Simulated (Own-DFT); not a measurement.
## Calculated data, Ti₁₉Si₄₁ (C49 TiSi2 crystal with substituted atoms, atoms displaced)

All values are calculated (Own-DFT development build). A calculation, not a measurement: plane-wave density functional theory by an unreviewed code, no spin, of a simulated periodic cell, stress positive in tension, run twice, with PBE and with PBEsol, both on files made for PBE, so the change isn't that of files made for PBEsol, forces on such cells moved up to 12 meV/angstrom on a denser k mesh; the far tail of each file's local potential was reset to the Coulomb form; each entry is a single point on an unrelaxed cell, so the pressure reflects the starting lattice, taken from the Materials Project, from which strain is counted, and rises with the displacements; printed positions are rounded, which can move forces by about a meV/angstrom; the program, named Own-DFT, is a retired in-house code; no spin-orbit coupling; stress was not checked against mesh or cutoff.

Entry: Ti₁₉Si₄₁ (C49 TiSi2 crystal with substituted atoms, atoms displaced)

```xyz
60
Lattice="5.2953 -6.7593 3.5652 7.0604 0.0000 -7.1303 5.2953 6.7593 3.5652" Properties=species:S:1:pos:R:3 Ti19Si41
Ti    12.3671    -5.4144    -2.7437
Ti    14.1093    -1.3494    -0.9174
Si    12.2874    -0.9316    -2.7278
Si     8.7703     0.7448    -4.4753
Si     7.1208    -3.2705     4.4475
Si    12.3771    -3.3142    -0.9061
Ti     8.8202    -5.3694     0.9746
Ti    10.6046    -1.3601     2.7751
Si     8.7819    -0.7775     0.8738
Si     5.2953     0.8236    -0.8561
Si    10.6516    -3.4066     0.9413
Si     8.8255    -3.3920     2.5531
Ti    14.2220     1.3987     0.8918
Ti    10.5344    -1.4197    -0.9038
Si     8.8559    -0.8258    -2.6330
Si    10.5810    -5.9556    -0.9666
Si    10.5602    -3.3655    -2.6222
Si     8.8703    -3.3366    -0.9688
Ti     6.9648     1.4769     4.4353
Si    10.6549    -1.5126    -4.5302
Si     1.7082    -0.7666     0.8428
Si    15.8630     0.8135    -0.7988
Si     3.5686    -3.3614     0.9161
Si    14.1006     3.3049    -0.8539
Ti    10.6369     1.4583     4.4117
Ti     7.0539    -1.3347     2.6702
Si     5.2920    -0.8590     0.9155
Si     7.0471    -6.0840     2.6816
Si     6.9561    -3.3675     0.8433
Si     5.2763    -3.3718     2.7705
Ti    10.5637     1.3727     0.9626
Ti     6.9768    -1.4880    -0.7625
Si     5.3907    -0.7422    -2.7085
Si    12.4346     0.7691     2.6997
Si     7.0170    -3.3608    -2.6097
Si    10.5091     3.3834     2.6948
Ti    10.5604     1.4116    -2.6848
Ti     7.0886    -1.3965    -4.4696
Si    10.5246     5.8671    -2.6814
Si    12.3809     0.8047    -0.8164
Si    12.3079     3.4211    -2.6757
Si    10.5598     3.4566    -0.8478
Ti     7.1385     1.3660     0.9079
Ti     3.5246    -1.4144    -0.9114
Si     7.0309     5.9374     0.9501
Si     8.8593     0.8483     2.7448
Si     8.8095     3.3489     0.9244
Si     7.0771     3.4273     2.6766
Ti     7.0202     1.5368    -2.6431
Ti     8.8015     5.3619    -0.8232
Si    12.3258    -0.7869     0.8559
Si     8.8424     0.7973    -0.8371
Si     8.7821     3.3377    -2.6937
Si     7.0767     3.2927    -0.9565
Ti     3.5257     1.3818     0.9503
Ti     5.2674     5.3681     2.6249
Si     8.8405    -0.7427     4.4483
Si     5.2547     0.8151     2.7167
Si     5.2815     3.3205     0.8148
Si    10.6628     3.2651    -4.4206
```

* functional: PBE, then PBEsol
* potential files: PseudoDojo norm-conserving, scalar-relativistic, standard set
* wave cutoff: 42 hartree
* occupations: cold (Marzari-Vanderbilt)
* smearing width: 0.2 eV
* k mesh: 4 x 4 x 4 centred on Gamma
* PBE pressure: 3.68 GPa
* PBE stress xx: -3.67 GPa
* PBE stress yy: -3.63 GPa
* PBE stress zz: -3.72 GPa
* PBE stress yz: 0.42 GPa
* PBE stress xz: 0.02 GPa
* PBE stress xy: 0.07 GPa
* PBEsol pressure: 0.43 GPa
* PBEsol stress xx: -0.34 GPa
* PBEsol stress yy: -0.17 GPa
* PBEsol stress zz: -0.8 GPa
* PBEsol stress yz: 0.44 GPa
* PBEsol stress xz: 0.01 GPa
* PBEsol stress xy: 0.07 GPa
* rms change of force components from PBE to PBEsol: 0.022 eV/Å

Force:
| force element | PBE force x (eV/Å) | PBE force y (eV/Å) | PBE force z (eV/Å) | PBEsol force x (eV/Å) | PBEsol force y (eV/Å) | PBEsol force z (eV/Å) |
| --- | --- | --- | --- | --- | --- | --- |
| Ti | -0.181 | 0.882 | 0.985 | -0.183 | 0.853 | 0.976 |
| Ti | 0 | -0.205 | 0.095 | -0.003 | -0.188 | 0.098 |
| Si | -0.145 | 0.818 | 0.439 | -0.112 | 0.791 | 0.48 |
| Si | 0.224 | 0.235 | 0.648 | 0.211 | 0.299 | 0.645 |
| Si | 0.082 | -0.777 | 0.021 | 0.093 | -0.762 | 0.025 |
| Si | -0.069 | -0.433 | -0.126 | -0.075 | -0.425 | -0.12 |
| Ti | 0.293 | -0.147 | -0.992 | 0.296 | -0.166 | -0.981 |
| Ti | -0.176 | -0.43 | -1.42 | -0.173 | -0.407 | -1.405 |
| Si | 0.549 | -0.198 | 1.001 | 0.534 | -0.243 | 1.008 |
| Si | 0.085 | -0.376 | 0.171 | 0.08 | -0.329 | 0.171 |
| Si | -0.926 | 0.771 | -0.656 | -0.918 | 0.754 | -0.672 |
| Si | -0.377 | 0.341 | 0.985 | -0.386 | 0.331 | 0.982 |
| Ti | -1.724 | -0.125 | 0.396 | -1.703 | -0.135 | 0.389 |
| Ti | 0.709 | 0.566 | 0.678 | 0.702 | 0.567 | 0.675 |
| Si | -0.362 | 0.119 | -0.65 | -0.368 | 0.073 | -0.624 |
| Si | 0.494 | -0.043 | 0.977 | 0.487 | 0.01 | 0.961 |
| Si | 0.553 | -0.055 | -0.468 | 0.553 | -0.078 | -0.45 |
| Si | -0.79 | -0.544 | 1.285 | -0.792 | -0.532 | 1.303 |
| Ti | 1.226 | -0.785 | 0.511 | 1.223 | -0.788 | 0.512 |
| Si | -0.545 | 0.046 | -0.184 | -0.572 | 0.101 | -0.171 |
| Si | 0.579 | -1.03 | 0.95 | 0.543 | -1.079 | 0.937 |
| Si | 0.355 | -0.333 | -1.723 | 0.35 | -0.285 | -1.704 |
| Si | -0.69 | -0.14 | -0.071 | -0.69 | -0.173 | -0.1 |
| Si | -0.263 | 0.648 | -0.234 | -0.287 | 0.611 | -0.24 |
| Ti | -0.531 | -0.931 | 1.143 | -0.53 | -0.942 | 1.13 |
| Ti | 0.27 | -0.43 | 0.197 | 0.265 | -0.415 | 0.196 |
| Si | -0.548 | 0.676 | 0.267 | -0.501 | 0.637 | 0.233 |
| Si | 0.189 | 1.503 | -0.342 | 0.187 | 1.57 | -0.346 |
| Si | 0.91 | -0.292 | 0.769 | 0.906 | -0.287 | 0.755 |
| Si | 0.708 | -0.311 | -0.555 | 0.738 | -0.35 | -0.557 |
| Ti | 0.559 | 0.073 | -0.437 | 0.542 | 0.057 | -0.431 |
| Ti | 1.007 | 1.522 | -1.807 | 1 | 1.514 | -1.79 |
| Si | -0.644 | 0.004 | 0.633 | -0.64 | -0.048 | 0.637 |
| Si | -0.301 | 0.112 | -0.155 | -0.298 | 0.156 | -0.147 |
| Si | 0.124 | -0.197 | -0.368 | 0.121 | -0.191 | -0.363 |
| Si | 0.403 | -0.145 | -0.347 | 0.41 | -0.143 | -0.345 |
| Ti | 0.042 | -0.119 | 0.923 | 0.042 | -0.11 | 0.909 |
| Ti | -0.472 | 0.075 | 0.231 | -0.483 | 0.09 | 0.223 |
| Si | 0.479 | 0.087 | 0.204 | 0.472 | 0.044 | 0.198 |
| Si | -0.419 | 0.171 | -1.172 | -0.408 | 0.219 | -1.192 |
| Si | 0.398 | -0.109 | 0.267 | 0.414 | -0.11 | 0.275 |
| Si | 0.174 | -0.737 | -0.277 | 0.171 | -0.726 | -0.282 |
| Ti | -1.1 | 0.259 | 0.287 | -1.084 | 0.242 | 0.28 |
| Ti | 0.312 | 0.457 | 0.116 | 0.304 | 0.463 | 0.107 |
| Si | 0.401 | -0.253 | -0.946 | 0.395 | -0.311 | -0.954 |
| Si | -0.522 | -0.085 | -0.573 | -0.513 | -0.035 | -0.59 |
| Si | -0.083 | 0.21 | -0.348 | -0.091 | 0.208 | -0.353 |
| Si | -0.488 | -0.392 | -0.006 | -0.492 | -0.389 | 0.001 |
| Ti | 0.459 | -2.555 | -0.721 | 0.453 | -2.527 | -0.706 |
| Ti | 0.072 | 0.13 | -0.448 | 0.075 | 0.148 | -0.446 |
| Si | 0.145 | -0.38 | 0.962 | 0.14 | -0.438 | 0.965 |
| Si | -0.177 | 0.184 | -0.953 | -0.17 | 0.245 | -0.949 |
| Si | 0.722 | 0.715 | -0.039 | 0.725 | 0.698 | -0.04 |
| Si | 0.156 | 1.128 | 1.411 | 0.163 | 1.108 | 1.415 |
| Ti | -0.281 | -0.034 | -0.991 | -0.278 | -0.039 | -0.991 |
| Ti | -0.309 | -0.148 | 0.436 | -0.297 | -0.123 | 0.435 |
| Si | -0.462 | -0.076 | 0.561 | -0.45 | -0.138 | 0.565 |
| Si | 0.378 | -0.214 | -0.453 | 0.384 | -0.154 | -0.451 |
| Si | 0.156 | 0.343 | 0.508 | 0.154 | 0.345 | 0.51 |
| Si | -0.63 | 0.955 | -0.594 | -0.637 | 0.931 | -0.6 |
